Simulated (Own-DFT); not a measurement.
GaN (wurtzite, strained, atoms displaced) (calculated)

A calculation, not a measurement: plane-wave PBE density functional theory by an unreviewed code, no spin, of a simulated periodic cell, stress positive in tension, free energy of the whole cell less one offset for each atom, forces on such cells passed a denser k mesh, this cell's mesh not checked; offsets are fitted by least squares, one for each functional and potential file, so energies compare only between cells with the same atoms and settings and are not formation energies; the far tail of each file's local potential was reset to the Coulomb form; each entry is a single point on an unrelaxed cell, so the pressure reflects the starting lattice, mostly measured values (interpolated for alloys), from which strain is counted, and rises with the displacements; printed positions are rounded, which can move forces by about a meV/angstrom; the program, named Own-DFT, is a retired in-house code; no spin-orbit coupling. Program: Own-DFT development build.

Common to all runs: functional PBE; potential files PseudoDojo norm-conserving, scalar-relativistic, standard set with the stringent files for Ga; wave cutoff 96 hartree; occupations Gaussian; smearing width 0.01 eV; k mesh 3 x 4 x 3 centred on Gamma.

(1) GaN (wurtzite, strained, atoms displaced)

```
cell vectors (Å)
  12.7560     0.0638     0.0000
  -4.7421     8.2613     0.0000
   0.0000     0.0000    10.3700
atoms (fractions of the cell vectors)
Ga  0.08036  0.21955  0.98596
Ga  0.17419  0.10999  0.25301
N   0.08694  0.22820  0.18743
N   0.16559  0.10851  0.44688
Ga  0.08210  0.21995  0.50448
Ga  0.16809  0.12090  0.74411
N   0.08509  0.21713  0.69474
N   0.15714  0.10226  0.94051
Ga  0.08201  0.55110  0.99173
Ga  0.17075  0.45116  0.25571
N   0.08526  0.55678  0.19152
N   0.17348  0.45267  0.43044
Ga  0.07822  0.54179  0.50044
Ga  0.16702  0.44661  0.75512
N   0.07972  0.56048  0.69619
N   0.17569  0.45045  0.93860
Ga  0.08355  0.88681  0.00120
Ga  0.15989  0.77424  0.24627
N   0.08579  0.89210  0.18419
N   0.17312  0.77945  0.44165
Ga  0.08104  0.87426  0.50171
Ga  0.17041  0.77641  0.74804
N   0.09026  0.89083  0.68621
N   0.16641  0.76778  0.93359
Ga  0.32025  0.22218  0.99021
Ga  0.41808  0.11391  0.25466
N   0.32610  0.23045  0.19039
N   0.41443  0.10837  0.44315
Ga  0.33425  0.22376  0.49884
Ga  0.42045  0.11107  0.74991
N   0.34241  0.21937  0.69217
N   0.41080  0.10819  0.94922
Ga  0.33299  0.55513  0.99803
Ga  0.41859  0.44423  0.25655
N   0.33337  0.54396  0.18755
N   0.42909  0.44823  0.43736
Ga  0.32365  0.55520  0.49613
Ga  0.41056  0.43077  0.75444
N   0.33136  0.55958  0.68917
N   0.41638  0.44187  0.94307
Ga  0.33230  0.88219  0.00262
Ga  0.40971  0.76633  0.25412
N   0.33727  0.88680  0.19212
N   0.40439  0.76355  0.44058
Ga  0.32885  0.87859  0.49493
Ga  0.39976  0.76714  0.74800
N   0.33587  0.88948  0.68986
N   0.42812  0.78181  0.94018
Ga  0.58430  0.22781  0.00954
Ga  0.66625  0.10887  0.24099
N   0.58506  0.23324  0.19085
N   0.66669  0.12116  0.44097
Ga  0.58620  0.22342  0.49457
Ga  0.66715  0.11201  0.75067
N   0.58009  0.21724  0.68770
N   0.66484  0.11004  0.94901
Ga  0.58740  0.55311  0.00867
Ga  0.66781  0.44880  0.25694
N   0.59179  0.55746  0.18356
N   0.66408  0.45527  0.44114
Ga  0.58505  0.55594  0.49152
Ga  0.66098  0.44585  0.74900
N   0.58179  0.55139  0.68789
N   0.66882  0.44450  0.94122
Ga  0.58607  0.88658  0.99829
Ga  0.67057  0.77651  0.24362
N   0.58704  0.89626  0.19231
N   0.66409  0.78431  0.44151
Ga  0.57994  0.88335  0.50110
Ga  0.66152  0.76973  0.74235
N   0.58903  0.89295  0.68497
N   0.66676  0.78156  0.93783
Ga  0.83350  0.21879  0.00155
Ga  0.91342  0.10487  0.25009
N   0.84034  0.22730  0.18623
N   0.91127  0.09951  0.42631
Ga  0.83621  0.22870  0.49237
Ga  0.91735  0.11523  0.74934
N   0.83809  0.22576  0.68708
N   0.92159  0.10946  0.93410
Ga  0.82834  0.54553  0.00409
Ga  0.91155  0.44250  0.25728
N   0.82895  0.55442  0.19803
N   0.91500  0.43993  0.44242
Ga  0.82527  0.54729  0.50357
Ga  0.91919  0.44476  0.75261
N   0.82949  0.55872  0.69362
N   0.92629  0.45114  0.93709
Ga  0.82994  0.88366  0.00053
Ga  0.91692  0.77513  0.24772
N   0.82850  0.88707  0.18825
N   0.90792  0.77228  0.43926
Ga  0.83743  0.90028  0.50046
Ga  0.91544  0.77195  0.75896
N   0.83388  0.89379  0.68377
N   0.91380  0.78474  0.93310
```

- free energy of cell above offsets: -3.576 eV
- pressure: 7.47 GPa
- stress xx: -7.95 GPa
- stress yy: -7.68 GPa
- stress zz: -6.79 GPa
- stress yz: -0.68 GPa
- stress xz: -0.6 GPa
- stress xy: 1.4 GPa

Force:
```tsv
element	x (eV/Å)	y (eV/Å)	z (eV/Å)
Ga	0.423	0.977	2.825
Ga	-2.731	0.3	0.385
N	-0.311	-0.875	-0.077
N	0.136	-0.143	-0.57
Ga	-0.059	-0.237	-1.098
Ga	2.773	-2.733	0.935
N	-2.147	2.207	-1.394
N	0.728	0.456	-1.559
Ga	1.267	0.581	2.031
Ga	-0.17	-1.415	-3.037
N	-0.914	-0.451	-0.618
N	-1.917	-2.321	2.45
Ga	0.118	1.835	0.55
Ga	-0.158	0.025	-0.772
N	1.512	-1.284	-1.726
N	-1.304	-1.118	-0.344
Ga	-0.106	-0.745	-1.101
Ga	1.568	0.393	0.639
N	-0.6	-0.482	0.809
N	-2.047	-2.012	-1.133
Ga	-1.044	0.847	0.04
Ga	-0.674	1.289	0.112
N	-0.986	-0.147	0.853
N	-0.279	1.219	0.846
Ga	1.722	-0.474	1.814
Ga	-0.615	-0.133	-0.799
N	2.804	-0.477	-0.746
N	0.531	-0.089	-0.458
Ga	0.243	-0.034	0.457
Ga	0.403	-0.971	1.422
N	-2.422	0.123	-0.854
N	0.425	0.392	-0.982
Ga	1.34	0.866	0.869
Ga	0.407	0.091	-1.266
N	-0.498	1.519	0.12
N	-2.963	-0.944	0.505
Ga	3.131	-0.634	1.766
Ga	0.464	2.185	-0.26
N	0.363	-2.359	-0.756
N	0.268	0.458	-0.622
Ga	0.338	0.52	0.002
Ga	1.049	0.561	-0.796
N	-1.213	0.177	-0.051
N	1.641	1.866	-0.536
Ga	0.604	1.973	1.271
Ga	3.143	1.766	1.296
N	-1.064	0.308	-0.902
N	-2.259	-1.135	-0.673
Ga	-0.749	-0.992	-1.258
Ga	0.001	1.414	1.299
N	0.262	-0.785	0.982
N	1.567	-1.364	-1.347
Ga	-1.792	0.39	1.147
Ga	0.181	-0.211	0.219
N	0.769	1.06	-0.088
N	0.331	0.797	-1.156
Ga	-0.982	0.417	-2.428
Ga	-0.111	-0.402	-0.208
N	-1.433	-0.137	2.096
N	2.496	-2.205	-0.574
Ga	-1.139	2.41	2.354
Ga	1.179	-0.88	0.494
N	-1.297	-0.093	-0.468
N	-0.277	-0.259	-0.55
Ga	-0.248	0.631	0.935
Ga	-1.724	0.231	1.559
N	-0.304	-2.172	-0.528
N	1.428	-0.802	-1.235
Ga	-0.914	1.032	-0.16
Ga	0.428	1.057	0.67
N	-1.377	-0.526	0.658
N	0.944	-1.265	-0.422
Ga	0.376	0.352	-0.585
Ga	1.357	1.204	-1.97
N	-1.092	-0.351	0.528
N	0.224	2.935	2.245
Ga	-0.208	-2.626	1.196
Ga	-0.082	-1.302	-0.074
N	-0.616	0.267	-0.334
N	-1.924	-0.229	0.335
Ga	0.82	1.226	-0.173
Ga	1.241	0.31	-1.243
N	1.041	-0.059	-1.312
N	-0.284	1.48	-0.336
Ga	0.307	1.394	0.522
Ga	-1.491	-0.091	-0.355
N	0.712	-1.155	-0.493
N	-2.204	-1.58	0.403
Ga	-0.378	0.85	-0.284
Ga	-0.397	0.904	0.738
N	1.692	0.131	-0.639
N	1.421	0.017	-0.347
Ga	-0.521	-2.423	0.404
Ga	-0.068	1.507	-2.757
N	0.447	-0.395	1.006
N	1.463	-1.429	2.664
```

(2) GaN (wurtzite, strained, atoms displaced)

```
cell vectors (Å)
  12.7560     0.0000     0.0638
  -4.7835     8.2853    -0.0239
   0.0518     0.0000    10.3700
atoms (fractions of the cell vectors)
Ga  0.08345  0.21233  0.99670
Ga  0.16917  0.11328  0.25120
N   0.08597  0.23186  0.19286
N   0.16486  0.10246  0.43935
Ga  0.08042  0.22933  0.50147
Ga  0.17146  0.11821  0.74521
N   0.08604  0.21886  0.68588
N   0.16889  0.11677  0.93721
Ga  0.08475  0.55064  0.99743
Ga  0.16101  0.43203  0.24624
N   0.08603  0.55316  0.19113
N   0.16636  0.43908  0.44411
Ga  0.08140  0.55513  0.49196
Ga  0.17140  0.45166  0.74759
N   0.07766  0.55338  0.69127
N   0.17101  0.43598  0.93229
Ga  0.07741  0.89392  0.99863
Ga  0.17241  0.78183  0.25251
N   0.07786  0.88605  0.18648
N   0.16299  0.76852  0.44302
Ga  0.08863  0.89210  0.49300
Ga  0.16470  0.77098  0.74719
N   0.08273  0.88137  0.68780
N   0.17053  0.78216  0.94611
Ga  0.33849  0.22713  0.00695
Ga  0.41603  0.12418  0.24965
N   0.32884  0.21920  0.18894
N   0.41329  0.10686  0.43857
Ga  0.32969  0.21955  0.49847
Ga  0.41260  0.11070  0.75672
N   0.33450  0.22783  0.68836
N   0.41241  0.10834  0.94314
Ga  0.33581  0.55501  0.00111
Ga  0.42325  0.44797  0.24919
N   0.33354  0.55667  0.19208
N   0.41106  0.44140  0.44380
Ga  0.33455  0.55361  0.49570
Ga  0.41318  0.43957  0.75253
N   0.33051  0.55446  0.68644
N   0.42042  0.44141  0.94284
Ga  0.33193  0.88767  0.99578
Ga  0.41987  0.78760  0.25455
N   0.33263  0.88570  0.18721
N   0.41604  0.77374  0.43544
Ga  0.32584  0.88453  0.49348
Ga  0.41382  0.78952  0.75892
N   0.33530  0.88731  0.68900
N   0.41900  0.78549  0.93943
Ga  0.58218  0.22266  0.99182
Ga  0.67106  0.11660  0.25090
N   0.58592  0.22309  0.19316
N   0.66082  0.10300  0.43942
Ga  0.59838  0.24053  0.50017
Ga  0.66774  0.11092  0.74998
N   0.58729  0.22848  0.68058
N   0.66589  0.11629  0.94366
Ga  0.58400  0.56025  0.99336
Ga  0.66424  0.44473  0.25669
N   0.58395  0.55959  0.17964
N   0.66549  0.44854  0.44175
Ga  0.58211  0.55438  0.50704
Ga  0.65899  0.43565  0.74601
N   0.58370  0.56005  0.69377
N   0.66980  0.44678  0.94473
Ga  0.58860  0.90525  0.99889
Ga  0.67670  0.77744  0.24952
N   0.57872  0.88915  0.18858
N   0.66707  0.77998  0.43618
Ga  0.58828  0.90000  0.50148
Ga  0.66286  0.78418  0.74761
N   0.58253  0.88134  0.69145
N   0.66391  0.77898  0.93645
Ga  0.83153  0.21627  0.00137
Ga  0.92509  0.11525  0.25105
N   0.83745  0.23582  0.17875
N   0.91818  0.12196  0.44301
Ga  0.83374  0.21140  0.49925
Ga  0.91105  0.09889  0.74829
N   0.82955  0.21857  0.67795
N   0.91619  0.11365  0.94357
Ga  0.83332  0.55703  0.99924
Ga  0.91644  0.45188  0.24580
N   0.82974  0.55410  0.18082
N   0.91840  0.44797  0.43978
Ga  0.83754  0.55338  0.50213
Ga  0.91525  0.44117  0.74694
N   0.82870  0.55149  0.69250
N   0.91551  0.44369  0.93952
Ga  0.82671  0.88882  0.98819
Ga  0.90963  0.78912  0.24699
N   0.82737  0.89164  0.18892
N   0.92492  0.77816  0.44040
Ga  0.84001  0.89577  0.50157
Ga  0.91486  0.77738  0.75174
N   0.83533  0.89349  0.69034
N   0.91465  0.77319  0.93994
```

- free energy of cell above offsets: -4.838 eV
- pressure: 7.05 GPa
- stress xx: -7.26 GPa
- stress yy: -8.05 GPa
- stress zz: -5.84 GPa
- stress yz: 0.55 GPa
- stress xz: 1.19 GPa
- stress xy: -0.03 GPa

Force:
```tsv
element	x (eV/Å)	y (eV/Å)	z (eV/Å)
Ga	-0.986	1.62	0.491
Ga	-0.926	-0.928	0.118
N	0.936	-3.845	-1.738
N	-0.773	1.917	-0.557
Ga	1.523	-1.109	0.532
Ga	-0.352	-1.546	0.472
N	-1.412	0.309	0.525
N	1.157	-0.816	-0.179
Ga	-0.047	0.319	0.304
Ga	0.608	4.206	1.574
N	-0.515	0.438	-0.285
N	-0.464	1.13	-1.283
Ga	0.753	-1.136	1.438
Ga	-0.839	-1.142	-0.248
N	1.133	-0.298	-1.003
N	-0.732	0.553	0.994
Ga	1.697	-0.452	0.092
Ga	-0.908	-0.847	-0.865
N	0.184	0.697	0.552
N	-0.056	1.193	-1.174
Ga	-0.295	-1.222	1.608
Ga	-0.223	0.726	1.023
N	-0.325	1.08	-0.074
N	-1.332	-0.9	-1.328
Ga	-0.951	-0.644	-0.841
Ga	1.809	-1.935	0.44
N	0.258	1.28	0.145
N	0.309	0.941	0.061
Ga	0.635	-0.052	0.246
Ga	0.255	0.006	-1.417
N	0.836	-0.912	-0.156
N	0.651	0.719	-0.571
Ga	-0.237	0.355	0.42
Ga	-1.384	0.394	0.36
N	0.196	-0.281	-0.291
N	1.928	-0.198	-1.127
Ga	-1	0.794	0.813
Ga	-0.398	1.471	-0.028
N	1.087	1.019	0.312
N	-0.766	0.369	-0.755
Ga	-0.006	-0.105	1.633
Ga	-0.125	-1.101	-0.875
N	-0.228	1.434	0.055
N	-0.117	0.751	1.304
Ga	1.901	0.416	0.871
Ga	1.761	-1.926	-1.297
N	-1.495	1.006	-0.62
N	0.693	-0.697	0.486
Ga	-0.475	0.812	1.961
Ga	-0.097	-0.758	-0.459
N	-0.941	0.295	-0.676
N	0.79	2.795	-0.584
Ga	-1.302	-2.942	-0.637
Ga	-0.392	0.004	-0.213
N	-0.406	-1.917	1.62
N	0.726	0.413	-1.852
Ga	0.761	-0.334	0.447
Ga	0.325	0.201	-1.721
N	0.714	-0.242	1.25
N	0.673	1.137	-0.37
Ga	-0.854	0.75	-0.375
Ga	0.54	1.908	1.444
N	-0.102	-0.489	-0.148
N	-0.968	-0.416	-1.644
Ga	-0.388	-2.391	1.225
Ga	-4.019	-0.808	0.529
N	1.871	0.761	-0.286
N	0.729	-0.051	0.866
Ga	-0.674	-2.99	0.19
Ga	1.891	-1.374	0.633
N	-2.09	1.977	-0.711
N	-0.407	0.619	-0.298
Ga	-0.413	1.73	-0.738
Ga	-2.08	0.177	-0.228
N	0.556	-1.491	2.49
N	2.066	-2.158	-1.786
Ga	-2.889	2.1	-0.483
Ga	0.486	3.205	0.584
N	0.625	-0.15	2.189
N	0.484	-0.773	-1.236
Ga	0.44	-0.727	-0.228
Ga	0.357	0.281	0.178
N	-0.394	0.997	1.933
N	-0.272	-1.543	-0.843
Ga	-0.805	0.916	0.384
Ga	-0.569	-0.162	0.778
N	0.082	0.281	-0.495
N	0.459	-0.366	-0.57
Ga	1.023	-0.255	1.223
Ga	2.315	-1.79	0.448
N	1.739	2.032	-1.512
N	-1.908	0.031	-0.618
Ga	-0.115	-1.056	-0.347
Ga	0.7	-0.446	-0.458
N	-0.289	-1.982	-0.545
N	-0.915	1.134	-0.468
```
